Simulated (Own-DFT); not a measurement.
# Point defects and the pressure they add: zincblende GaAs

The numbers are computed, not measured, by runs of the plane-wave DFT program Own-DFT (in-house, retired, unreviewed) at fixed positions, with no spin and no spin-orbit coupling.

All runs used: PBE; PseudoDojo norm-conserving scalar-relativistic files; cutoff 42 hartree; 3 x 3 x 3 k mesh centred on Gamma; Fermi-Dirac smearing of 0.1 eV.

Known weak points (not all hold for every row): not probed for a lower state with spin; forces not confirmed at this smearing and k mesh; stress not checked against mesh or cutoff.

All runs share one cell, with vectors in Å (11.737, 0.000, 0.000); (0.000, 11.737, 0.000); (0.000, 0.000, 10.833) and a volume of 1492.4 Å³, strained against the parent crystal. u is the rms random offset of the atoms per axis. The defect's site can differ from row to row.

```
cell,formula,u (Å),P (GPa)
no defect,As32Ga32,0.0296,1.24
no defect,As32Ga32,0.0478,1.40
no defect,As32Ga32,0.0513,1.62
one As vacancy and one Ga vacancy,As31Ga31,0.0304,0.97
one As vacancy and one Ga vacancy,As31Ga31,0.0467,1.13
one As vacancy and one Ga vacancy,As31Ga31,0.0492,1.20
one Al on a Ga site,AlAs32Ga31,0.0296,1.21
one Al on a Ga site,AlAs32Ga31,0.0297,1.24
one Al on a Ga site,AlAs32Ga31,0.0495,1.56
one Al on a Ga site,AlAs32Ga31,0.0514,?
```

## What the rows give

P = P0 + c u² + a shift for each defect gives P0 = 1.07 GPa, c = 185 ± 27 GPa/Å² and a scatter of 0.06 GPa. The shifts, and each times the cell's volume:

- one Al on a Ga site: 0.01 ± 0.05 GPa, 0.1 eV (not resolved)
- one As vacancy and one Ga vacancy: -0.31 ± 0.05 GPa, -2.9 eV

A positive shift means that the defect pushes the cell outwards. Shift times volume (160.2 GPa Å³ is 1 eV) depends little on the cell's size, so, taken for each site, it can be compared between cells at like pressure. The atoms around the defects weren't relaxed, which would change these numbers.

## Check

The question: what pressure belongs in the blank (one Al on a Ga site, u = 0.0514 Å)?

The fitted form gives 1.56 ± 0.07 GPa. The calculation gave 1.58 GPa.
